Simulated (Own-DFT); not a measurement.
SiC (4H silicon carbide, atoms displaced), GaP (zincblende, strained, atoms displaced) (calculated)

A calculation, not a measurement: plane-wave PBE density functional theory by an unreviewed code, no spin, of a simulated periodic cell, stress positive in tension, free energy of the whole cell less one offset for each atom, forces on such cells passed a denser k mesh, this cell's mesh not checked; offsets are fitted by least squares, one for each functional and potential file, so energies compare only between cells with the same atoms and settings and are not formation energies; the far tail of each file's local potential was reset to the Coulomb form; each entry is a single point on an unrelaxed cell, so the pressure reflects the starting lattice, mostly measured values (interpolated for alloys), from which strain is counted, and rises with the displacements; printed positions are rounded, which can move forces by about a meV/angstrom; the program, named Own-DFT, is a retired in-house code; no spin-orbit coupling. Program: Own-DFT development build.

Settings shared by all entries: functional PBE; potential files PseudoDojo norm-conserving, scalar-relativistic, standard set; wave cutoff 42 hartree; occupations Fermi-Dirac; smearing width 0.1 eV.

(1) 
```cif
# cell vector a (Å): 6.1654 0.0000 0.0000
# cell vector b (Å): -3.0827 5.3394 0.0000
# cell vector c (Å): 0.0000 0.0000 10.0681
data_SiC
_symmetry_space_group_name_H-M 'P 1'
_symmetry_Int_Tables_number 1
_cell_length_a 6.1654
_cell_length_b 6.1654
_cell_length_c 10.0681
_cell_angle_alpha 90.000
_cell_angle_beta 90.000
_cell_angle_gamma 120.000
_cell_volume 331.44
loop_
_atom_site_label
_atom_site_type_symbol
_atom_site_fract_x
_atom_site_fract_y
_atom_site_fract_z
_atom_site_occupancy
Si1 Si 0.00625 0.99511 0.40391 1
Si2 Si 0.19640 0.34663 0.14884 1
C1 C 0.03797 0.00878 0.08484 1
C2 C 0.14725 0.32123 0.36433 1
Si3 Si 0.00587 0.52946 0.40036 1
Si4 Si 0.19541 0.87420 0.14679 1
C3 C 0.02683 0.51423 0.08152 1
C4 C 0.14908 0.83522 0.33573 1
Si5 Si 0.49618 0.00803 0.40787 1
Si6 Si 0.66417 0.36695 0.16309 1
C5 C 0.52571 0.02927 0.09376 1
C6 C 0.66302 0.30887 0.31851 1
Si7 Si 0.50774 0.50506 0.39470 1
Si8 Si 0.68172 0.86424 0.15943 1
C7 C 0.52197 0.52223 0.09729 1
C8 C 0.63005 0.81108 0.36136 1
Si9 Si 0.02454 0.00805 0.90777 1
Si10 Si 0.82774 0.64728 0.64521 1
C9 C 0.02015 0.99897 0.59106 1
C10 C 0.84840 0.65103 0.85611 1
Si11 Si 0.97793 0.49579 0.90261 1
Si12 Si 0.84428 0.17109 0.64696 1
C11 C 0.03375 0.52350 0.57845 1
C12 C 0.84895 0.16547 0.84911 1
Si13 Si 0.50817 0.99938 0.91066 1
Si14 Si 0.36900 0.69008 0.65018 1
C13 C 0.47961 0.99079 0.60911 1
C14 C 0.32825 0.66491 0.84662 1
Si15 Si 0.46779 0.48185 0.91919 1
Si16 Si 0.33501 0.17129 0.64418 1
C15 C 0.46014 0.47282 0.60275 1
C16 C 0.32092 0.14290 0.83867 1
_calc_hardware 'one NVIDIA H100'
_calc_k_mesh '5 x 5 x 3 centred on Gamma'
_calc_free_energy_of_cell_above_offsets '5.798'  # eV
_calc_pressure 11.21  # GPa
_calc_stress_xx -9.46  # GPa
_calc_stress_yy -13.51  # GPa
_calc_stress_zz -10.66  # GPa
_calc_stress_yz 4.43  # GPa
_calc_stress_xz -3.28  # GPa
_calc_stress_xy 7.32  # GPa
_calc_wall_time 121.6  # s
```

Force:
```csv
element,x (eV/Å),y (eV/Å),z (eV/Å)
Si,-2.933,0.473,1.595
Si,-3.472,-0.286,1.846
C,-4.937,2.32,1.529
C,1.326,2.147,-4.083
Si,1.254,-4.048,-0.806
Si,3.023,-5.119,1.343
C,-1.004,0.472,3.139
C,2.482,1.505,-1.169
Si,-0.752,-1.317,0.402
Si,5.243,-0.923,-7.904
C,-0.4,0.4,0.326
C,-0.36,1.875,10.14
Si,-1.535,-5.575,2.552
Si,1.068,-0.677,0.094
C,-1.93,1.775,0.262
C,2.166,5.02,-3.15
Si,-2.524,-2.858,-1.809
Si,0.304,1.156,2.806
C,-3.5,-2.111,-0.724
C,-8.642,4.084,-3.933
Si,7.475,-2.789,1.692
Si,0.633,0.426,1.579
C,-2.28,-1.735,2.009
C,-1.022,-0.491,-1.673
Si,0.093,-0.179,-1.866
Si,-2.837,-4.427,3.665
C,3.141,5.06,-4.609
C,0.646,0.048,-0.615
Si,2.481,1.065,-3.84
Si,-0.198,-3.07,4.706
C,4.666,4.902,-3.789
C,2.325,2.879,0.282
```

(2) 
```cif
# cell vector a (Å): 10.8620 0.0000 0.0000
# cell vector b (Å): 0.0000 10.8620 0.0000
# cell vector c (Å): 0.0000 0.0000 10.9361
data_GaP
_symmetry_space_group_name_H-M 'P 1'
_symmetry_Int_Tables_number 1
_cell_length_a 10.8620
_cell_length_b 10.8620
_cell_length_c 10.9361
_cell_angle_alpha 90.000
_cell_angle_beta 90.000
_cell_angle_gamma 90.000
_cell_volume 1290.27
loop_
_atom_site_label
_atom_site_type_symbol
_atom_site_fract_x
_atom_site_fract_y
_atom_site_fract_z
_atom_site_occupancy
Ga1 Ga 0.99907 0.00116 0.00059 1
Ga2 Ga 0.99853 0.24395 0.25492 1
Ga3 Ga 0.24643 0.00488 0.24450 1
Ga4 Ga 0.24950 0.25180 0.99661 1
P1 P 0.11244 0.12335 0.11731 1
P2 P 0.13000 0.37001 0.38957 1
P3 P 0.37181 0.12757 0.37411 1
P4 P 0.37388 0.36853 0.13777 1
Ga5 Ga 0.99721 0.00679 0.50766 1
Ga6 Ga 0.99271 0.25210 0.75681 1
Ga7 Ga 0.24623 0.99995 0.74538 1
Ga8 Ga 0.24735 0.24728 0.49506 1
P5 P 0.12644 0.11985 0.61315 1
P6 P 0.12609 0.38179 0.87968 1
P7 P 0.37713 0.12045 0.88129 1
P8 P 0.37541 0.37359 0.62429 1
Ga9 Ga 0.99716 0.49648 0.00066 1
Ga10 Ga 0.01143 0.75131 0.25135 1
Ga11 Ga 0.25403 0.49723 0.24670 1
Ga12 Ga 0.24862 0.75391 0.99448 1
P9 P 0.13027 0.61456 0.12955 1
P10 P 0.12265 0.87992 0.37555 1
P11 P 0.37572 0.62940 0.37441 1
P12 P 0.37735 0.86363 0.11969 1
Ga13 Ga 0.99808 0.50974 0.50406 1
Ga14 Ga 0.99209 0.75183 0.75277 1
Ga15 Ga 0.24958 0.49216 0.74784 1
Ga16 Ga 0.24787 0.74620 0.49861 1
P13 P 0.13551 0.62539 0.62331 1
P14 P 0.11734 0.87660 0.87161 1
P15 P 0.37762 0.61627 0.87963 1
P16 P 0.37612 0.88475 0.61884 1
Ga17 Ga 0.48985 0.00435 0.01027 1
Ga18 Ga 0.50769 0.25118 0.24832 1
Ga19 Ga 0.74874 0.00834 0.25101 1
Ga20 Ga 0.74427 0.24333 0.98627 1
P17 P 0.63509 0.12840 0.12354 1
P18 P 0.62141 0.38055 0.37526 1
P19 P 0.87976 0.12716 0.37671 1
P20 P 0.87290 0.37121 0.12892 1
Ga21 Ga 0.49849 0.99914 0.50232 1
Ga22 Ga 0.49641 0.24507 0.74442 1
Ga23 Ga 0.74744 0.00610 0.74792 1
Ga24 Ga 0.74983 0.24853 0.50251 1
P21 P 0.62581 0.12259 0.62050 1
P22 P 0.63042 0.37961 0.87700 1
P23 P 0.87377 0.12746 0.88043 1
P24 P 0.87323 0.38362 0.62929 1
Ga25 Ga 0.49344 0.49984 0.01225 1
Ga26 Ga 0.49815 0.75048 0.24690 1
Ga27 Ga 0.75236 0.49764 0.25426 1
Ga28 Ga 0.74474 0.74707 0.99488 1
P25 P 0.61929 0.62250 0.12229 1
P26 P 0.62407 0.87327 0.37437 1
P27 P 0.86168 0.62576 0.37977 1
P28 P 0.87675 0.87492 0.12824 1
Ga29 Ga 0.49815 0.49611 0.50076 1
Ga30 Ga 0.49770 0.75158 0.74690 1
Ga31 Ga 0.74725 0.49696 0.73993 1
Ga32 Ga 0.74732 0.75093 0.49934 1
P29 P 0.63162 0.61922 0.62451 1
P30 P 0.62256 0.88344 0.86887 1
P31 P 0.87825 0.61666 0.87501 1
P32 P 0.88858 0.86560 0.62956 1
_calc_k_mesh '3 x 3 x 3 centred on Gamma'
_calc_free_energy_of_cell_above_offsets '-32.433'  # eV
_calc_pressure 3.75  # GPa
_calc_stress_xx -3.91  # GPa
_calc_stress_yy -3.93  # GPa
_calc_stress_zz -3.41  # GPa
_calc_stress_yz 0.84  # GPa
_calc_stress_xz -0.29  # GPa
_calc_stress_xy 0.54  # GPa
```

Force:
```csv
element,x (eV/Å),y (eV/Å),z (eV/Å)
Ga,-0.839,-0.945,-0.338
Ga,0.733,1.19,-0.301
Ga,0.145,-0.53,-0.125
Ga,-0.049,-0.18,0.558
P,1.636,0.892,0.801
P,-1.513,1.52,-2.021
P,0.881,-0.414,-0.54
P,0.072,-0.206,-1.492
Ga,-0.387,-1.442,-1.016
Ga,0.89,0.168,-0.662
Ga,0.156,0.042,0.434
Ga,1.082,-0.287,1.053
P,0.129,1.423,2.144
P,-0.207,-0.97,-0.617
P,-0.853,0.689,-1.095
P,-0.321,-0.643,-0.169
Ga,0.053,0.118,0.929
Ga,-1.022,-0.56,-0.01
Ga,-0.253,-0.144,1.689
Ga,-0.386,-1.023,-0.137
P,-0.648,1.153,-0.917
P,0.388,0.087,0.366
P,0.068,-0.657,0.014
P,-0.825,1.382,0.656
Ga,0.155,-0.42,-0.312
Ga,1.657,-1.794,0.852
Ga,0.373,0.689,0.275
Ga,0.453,1.2,-0.43
P,-1.209,0.039,0.979
P,0.65,0.055,0.177
P,-0.572,0.812,-0.903
P,-0.765,-1.678,0.851
Ga,1.488,-0.58,-0.157
Ga,-0.063,-0.521,0.597
Ga,0.623,-1.046,0.37
Ga,0.325,1.281,1.214
P,-1.423,-0.228,-0.063
P,0.554,-0.901,0.197
P,-1.1,-0.44,0.61
P,-0.055,-0.326,-0.404
Ga,0.378,0.453,-1.262
Ga,0.617,0.38,0.901
Ga,0.906,-0.709,0.023
Ga,0.204,0.819,-0.385
P,-0.154,0.328,0.118
P,-1.462,-0.168,-0.469
P,0.375,-0.976,-1.076
P,0.8,-1.482,-0.894
Ga,0.211,-0.935,-0.601
Ga,0.555,-0.388,0.409
Ga,-0.473,0.193,-0.73
Ga,0.345,0.398,0.041
P,1.009,0.316,0.782
P,-0.108,0.671,-0.152
P,1.931,0.183,-0.735
P,-0.391,-0.317,-0.287
Ga,-0.039,0.833,-0.013
Ga,0.16,-0.279,0.083
Ga,0.153,0.329,1.819
Ga,0.095,0.398,0.688
P,-1.51,1.134,-0.386
P,-0.278,-0.445,0.802
P,-0.844,0.573,-0.29
P,-2.506,1.887,-1.441
```

(3) 
```cif
# cell vector a (Å): 12.3308 0.0000 0.0000
# cell vector b (Å): -6.1654 10.6788 0.0000
# cell vector c (Å): 0.0000 0.0000 10.0681
data_SiC
_symmetry_space_group_name_H-M 'P 1'
_symmetry_Int_Tables_number 1
_cell_length_a 12.3308
_cell_length_b 12.3308
_cell_length_c 10.0681
_cell_angle_alpha 90.000
_cell_angle_beta 90.000
_cell_angle_gamma 120.000
_cell_volume 1325.75
loop_
_atom_site_label
_atom_site_type_symbol
_atom_site_fract_x
_atom_site_fract_y
_atom_site_fract_z
_atom_site_occupancy
Si1 Si 0.99933 0.99434 0.40436 1
Si2 Si 0.08350 0.16433 0.15477 1
C1 C 0.99931 0.00204 0.10138 1
C2 C 0.07966 0.16394 0.34751 1
Si3 Si 0.99817 0.24757 0.40396 1
Si4 Si 0.08522 0.41462 0.15562 1
C3 C 0.99747 0.25117 0.09475 1
C4 C 0.08154 0.42041 0.34490 1
Si5 Si 0.99943 0.49936 0.40520 1
Si6 Si 0.07592 0.66182 0.15333 1
C5 C 0.99934 0.50077 0.09086 1
C6 C 0.08353 0.66628 0.34927 1
Si7 Si 0.99757 0.74527 0.40326 1
Si8 Si 0.08021 0.91501 0.15764 1
C7 C 0.00410 0.74959 0.09205 1
C8 C 0.07978 0.91050 0.34582 1
Si9 Si 0.25181 0.00287 0.40110 1
Si10 Si 0.33392 0.16996 0.15476 1
C9 C 0.25225 0.00155 0.09144 1
C10 C 0.33007 0.16936 0.34780 1
Si11 Si 0.24784 0.24646 0.39961 1
Si12 Si 0.33542 0.41809 0.15428 1
C11 C 0.24846 0.24850 0.10064 1
C12 C 0.33354 0.41810 0.34164 1
Si13 Si 0.25155 0.50249 0.40208 1
Si14 Si 0.33025 0.66983 0.15735 1
C13 C 0.24993 0.50009 0.09495 1
C14 C 0.32820 0.66746 0.34276 1
Si15 Si 0.24783 0.74849 0.40132 1
Si16 Si 0.33668 0.91684 0.15924 1
C15 C 0.25007 0.75147 0.09239 1
C16 C 0.33161 0.91857 0.34425 1
Si17 Si 0.50007 0.99643 0.40338 1
Si18 Si 0.58652 0.16612 0.15516 1
C17 C 0.49943 0.00150 0.09325 1
C18 C 0.58587 0.16697 0.34263 1
Si19 Si 0.49695 0.24573 0.40746 1
Si20 Si 0.58379 0.41859 0.15081 1
C19 C 0.49895 0.24808 0.08577 1
C20 C 0.58499 0.41787 0.33831 1
Si21 Si 0.49857 0.49901 0.40558 1
Si22 Si 0.57738 0.66290 0.15422 1
C21 C 0.50133 0.49726 0.09640 1
C22 C 0.58354 0.66645 0.34171 1
Si23 Si 0.49955 0.74983 0.40446 1
Si24 Si 0.58679 0.91692 0.15739 1
C23 C 0.49632 0.74652 0.09660 1
C24 C 0.58246 0.91677 0.34047 1
Si25 Si 0.74750 0.99654 0.40681 1
Si26 Si 0.83214 0.16457 0.15938 1
C25 C 0.75264 0.00081 0.09035 1
C26 C 0.82568 0.16463 0.34285 1
Si27 Si 0.74784 0.25217 0.40926 1
Si28 Si 0.83638 0.41884 0.15702 1
C27 C 0.75373 0.25089 0.08959 1
C28 C 0.83438 0.41903 0.34524 1
Si29 Si 0.75320 0.50438 0.40825 1
Si30 Si 0.83893 0.66855 0.16138 1
C29 C 0.74526 0.49559 0.09785 1
C30 C 0.83215 0.67093 0.34625 1
Si31 Si 0.74547 0.74553 0.40727 1
Si32 Si 0.83214 0.91538 0.16190 1
C31 C 0.74543 0.74999 0.09368 1
C32 C 0.82816 0.91268 0.34953 1
Si33 Si 0.99629 0.99674 0.91126 1
Si34 Si 0.91712 0.83198 0.65265 1
C33 C 0.00326 0.00514 0.59309 1
C34 C 0.91618 0.82909 0.84537 1
Si35 Si 0.99699 0.74346 0.90196 1
Si36 Si 0.92134 0.58333 0.65659 1
C35 C 0.99936 0.75164 0.59066 1
C36 C 0.91694 0.58493 0.84000 1
Si37 Si 0.00501 0.50534 0.90335 1
Si38 Si 0.91699 0.32537 0.64999 1
C37 C 0.00294 0.50113 0.59437 1
C38 C 0.91843 0.33207 0.84145 1
Si39 Si 0.00448 0.25435 0.90615 1
Si40 Si 0.92048 0.08468 0.65410 1
C39 C 0.99675 0.24925 0.59142 1
C40 C 0.91508 0.08205 0.84180 1
Si41 Si 0.75205 0.99843 0.90771 1
Si42 Si 0.67128 0.83354 0.65123 1
C41 C 0.75234 0.99772 0.58772 1
C42 C 0.67215 0.83904 0.84404 1
Si43 Si 0.75157 0.75212 0.90436 1
Si44 Si 0.66956 0.58299 0.65778 1
C43 C 0.75732 0.75632 0.59384 1
C44 C 0.66832 0.58245 0.84267 1
Si45 Si 0.75896 0.50547 0.91226 1
Si46 Si 0.66984 0.33391 0.65141 1
C45 C 0.74783 0.50392 0.59504 1
C46 C 0.66529 0.33136 0.84828 1
Si47 Si 0.75384 0.25291 0.90660 1
Si48 Si 0.66925 0.08349 0.66000 1
C47 C 0.74853 0.24578 0.59240 1
C48 C 0.66775 0.08025 0.84132 1
Si49 Si 0.50026 0.00304 0.91056 1
Si50 Si 0.41547 0.83418 0.65556 1
C49 C 0.49895 0.99945 0.59695 1
C50 C 0.41645 0.83464 0.84366 1
Si51 Si 0.49669 0.74491 0.90360 1
Si52 Si 0.41979 0.58625 0.65383 1
C51 C 0.49970 0.74533 0.59323 1
C52 C 0.41830 0.58676 0.83988 1
Si53 Si 0.49777 0.50066 0.90682 1
Si54 Si 0.41704 0.33539 0.65314 1
C53 C 0.50210 0.50187 0.59277 1
C54 C 0.41445 0.33560 0.84441 1
Si55 Si 0.49814 0.25041 0.91051 1
Si56 Si 0.41723 0.08388 0.65423 1
C55 C 0.49863 0.25280 0.59013 1
C56 C 0.41911 0.08419 0.84395 1
Si57 Si 0.24919 0.99943 0.90339 1
Si58 Si 0.16813 0.83333 0.65317 1
C57 C 0.25239 0.99631 0.59965 1
C58 C 0.16769 0.83855 0.83840 1
Si59 Si 0.25386 0.74995 0.90286 1
Si60 Si 0.16563 0.58282 0.65292 1
C59 C 0.24683 0.75092 0.59336 1
C60 C 0.16523 0.58266 0.84311 1
Si61 Si 0.24579 0.49568 0.90205 1
Si62 Si 0.16800 0.32738 0.65633 1
C61 C 0.25303 0.49784 0.59038 1
C62 C 0.16793 0.33554 0.84629 1
Si63 Si 0.24652 0.24874 0.90910 1
Si64 Si 0.16953 0.08729 0.65504 1
C63 C 0.25319 0.24905 0.59558 1
C64 C 0.16868 0.08314 0.84696 1
_calc_hardware 'one NVIDIA H200'
_calc_k_mesh '3 x 3 x 3 centred on Gamma'
_calc_free_energy_of_cell_above_offsets '-18.600'  # eV
_calc_pressure 3.79  # GPa
_calc_stress_xx -3.84  # GPa
_calc_stress_yy -3.32  # GPa
_calc_stress_zz -4.19  # GPa
_calc_stress_yz -0.36  # GPa
_calc_stress_xz 0.55  # GPa
_calc_stress_xy 0.72  # GPa
_calc_wall_time 510  # s
```

Force:
```csv
element,x (eV/Å),y (eV/Å),z (eV/Å)
Si,-0.989,0.617,0.772
Si,-1.101,1.076,1.144
C,0.112,-1.309,-1.063
C,0.475,-0.224,-1.019
Si,-0.787,0.442,-0.108
Si,-0.945,0.618,0.314
C,1.185,-0.62,-0.11
C,1.222,-1.253,-0.446
Si,-0.178,0.404,0.717
Si,2.088,1.135,0.998
C,0.499,-0.453,-0.003
C,-0.657,-0.581,-1.781
Si,-0.077,0.684,1.108
Si,1.317,0.518,-0.375
C,-1.546,-0.017,-0.186
C,0.515,0.845,-0.57
Si,-0.652,-0.807,1.65
Si,0.821,-1.044,0.144
C,-0.495,-0.372,0.828
C,1.648,-0.91,-1.5
Si,-1.283,1.549,1.591
Si,-0.424,-0.27,0.468
C,-0.178,0.754,-1.365
C,-0.126,-0.472,0.145
Si,-0.349,-0.716,0.614
Si,0.553,-0.752,-0.598
C,0.204,0.172,-0.786
C,1.381,0.156,0.117
Si,-0.364,0.957,1.404
Si,-1.294,0.199,-1.043
C,-0.567,-0.32,0.03
C,0.94,-0.436,-0.113
Si,-0.621,0.965,0.969
Si,-0.535,0.733,-0.386
C,1.143,-0.447,0.767
C,-1.028,-0.457,0.234
Si,0.293,1.403,-1.03
Si,0.274,-1.611,1.123
C,0.046,0.542,3.069
C,-0.129,-0.483,1.006
Si,0.578,0.053,-0.275
Si,1,0.612,0.396
C,-1.337,0.658,-1.305
C,-0.736,-0.418,0.387
Si,-0.161,-0.303,-0.003
Si,-0.605,-0.198,-1.271
C,-0.1,0.566,-0.794
C,0.392,-0.619,0.786
Si,-0.195,0.803,-0.485
Si,-0.287,0.419,-0.958
C,-0.141,-0.262,1.31
C,1.212,0.168,0.693
Si,0.596,-0.36,-0.921
Si,-0.611,-1.002,-0.19
C,-0.293,-0.021,1.256
C,-0.064,-0.09,0.167
Si,-0.854,-0.713,-0.568
Si,-1.817,-0.421,-1.222
C,1.815,1.862,-0.469
C,1.047,-0.888,-0.271
Si,-0.09,1.051,0.163
Si,-0.481,-0.25,-0.471
C,1.257,-0.184,0.144
C,0.747,0.275,-0.793
Si,0.648,0.32,-0.908
Si,0.582,1.4,1.009
C,0.726,-1.068,-0.186
C,-0.087,0.687,-0.264
Si,0.606,2.369,0.352
Si,-1.308,0.315,-0.925
C,0.848,-0.668,0.172
C,1.046,-0.818,0.636
Si,-0.847,-1.637,-0.057
Si,-1.709,2.176,1.533
C,-0.58,-1.285,-0.519
C,-0.101,0.891,-0.169
Si,-1.036,-1.351,0.113
Si,-0.85,-0.657,0.121
C,2.257,-0.582,-0.372
C,0.92,0.697,0.561
Si,-0.678,0.875,-0.765
Si,-0.904,0.243,1.118
C,-0.641,0.708,1.307
C,-0.631,-1.845,-0.581
Si,-0.299,-0.678,0.358
Si,-1.257,0.943,0.107
C,-0.861,-2.088,-0.418
C,-0.296,0.243,0.993
Si,-1.892,-1.7,-1.016
Si,-1.024,0.052,1.505
C,2.405,-0.962,-0.572
C,0.411,1.045,-0.875
Si,-0.222,-0.934,-0.839
Si,-0.231,-1.185,-1.053
C,0.101,0.851,0.187
C,-0.24,0.717,1.571
Si,0.626,-0.418,-1.448
Si,0.323,-0.403,0.113
C,0.836,0.256,-1.226
C,0.751,-0.056,0.133
Si,0.291,2.22,0.578
Si,-0.1,-1.357,-0.016
C,-0.338,1.955,-0.548
C,-0.361,-1.503,0.519
Si,0.922,0.094,-0.441
Si,0.372,0.284,0.933
C,0.117,0.054,-0.016
C,0.182,-0.471,0.041
Si,0.219,-0.004,-2.578
Si,0.209,0.262,0.795
C,0.992,-0.559,0.684
C,-0.672,0.262,-0.105
Si,0.734,0.454,0.432
Si,-0.998,-0.068,0.388
C,-1.202,1.429,-2.006
C,0.382,-2.019,0.925
Si,-1.42,0.567,0.308
Si,1.091,0.052,0.173
C,1.337,-0.653,-0.718
C,0.854,0.444,-0.435
Si,0.572,1.971,0.896
Si,-0.926,1.313,-0.433
C,-0.729,0.101,0.473
C,0.225,-1.199,-0.76
Si,0.967,0.033,-0.001
Si,0.612,-1.555,0.739
C,-0.591,0.252,-1.281
C,-1.399,0.231,-0.272
```
